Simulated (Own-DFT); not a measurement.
# Point defects and the pressure they add: zincblende GaAs

Source: density functional calculations with Own-DFT, an unreviewed in-house program that is no longer used. Nothing was measured or relaxed, and spin and spin-orbit coupling are left out.

Common settings: PBE; PseudoDojo norm-conserving scalar-relativistic files; cutoff 42 hartree; 3 x 3 x 3 k mesh centred on Gamma; Fermi-Dirac smearing of 0.1 eV.

Limits (not all hold for every row): not probed for a lower state with spin; forces on such cells failed a check on a denser k mesh; forces not confirmed at this smearing and k mesh; forces on such cells passed a denser k mesh, each cell not checked; stress not checked against mesh or cutoff.

All runs share one cell, with vectors in Å (11.307, 0.000, 0.000); (0.000, 11.307, 0.000); (0.000, 0.000, 11.307) and a volume of 1445.4 Å³. Atoms were moved at random from their sites; u is the rms move along one axis. The defect's site can differ from row to row.

```
               cell     formula   u (Å)  P (GPa)
          no defect    As32Ga32  0.0195     3.50
          no defect    As32Ga32  0.0511     4.08
          no defect    As32Ga32  0.0521     3.96
   two Ga vacancies    As32Ga30  0.0286     2.90
   two Ga vacancies    As32Ga30  0.0292     2.98
   two Ga vacancies    As32Ga30  0.0312     2.93
   two Ga vacancies    As32Ga30  0.0323        ?
one P on an As site   As31Ga32P  0.0274     3.34
one P on an As site   As31Ga32P  0.0279     3.37
one P on an As site   As31Ga32P  0.0310     3.35
   two As vacancies    As30Ga32  0.0313     3.31
   two As vacancies    As30Ga32  0.0504     3.67
   two As vacancies    As30Ga32  0.0512     3.53
one Al on a Ga site  AlAs32Ga31  0.0482     3.94
one Al on a Ga site  AlAs32Ga31  0.0499     4.00
one Al on a Ga site  AlAs32Ga31  0.0511     4.05
```

## Fit

P = P0 + c u² + a shift for each defect gives P0 = 3.45 GPa, c = 210 ± 26 GPa/Å² and a scatter of 0.06 GPa. The shifts, and each times the cell's volume:

- one Al on a Ga site: 0.03 ± 0.05 GPa, 0.3 eV (not resolved)
- one P on an As site: -0.27 ± 0.06 GPa, -2.4 eV
- two As vacancies: -0.37 ± 0.05 GPa, -3.4 eV (-1.7 eV for each of its 2 sites)
- two Ga vacancies: -0.69 ± 0.05 GPa, -6.3 eV (-3.1 eV for each of its 2 sites)

Positive is outwards. The product with the volume (160.2 GPa Å³ to the eV) is nearly free of the cell's size; divided by the bulk modulus at the cell's pressure it gives the volume that the defect adds. The atoms around the defects weren't relaxed, which would change these numbers.

## The run left out

The question: what pressure belongs in the blank (two Ga vacancies, u = 0.0323 Å)?

From the fit: 2.97 ± 0.07 GPa. Computed: 3.02 GPa.
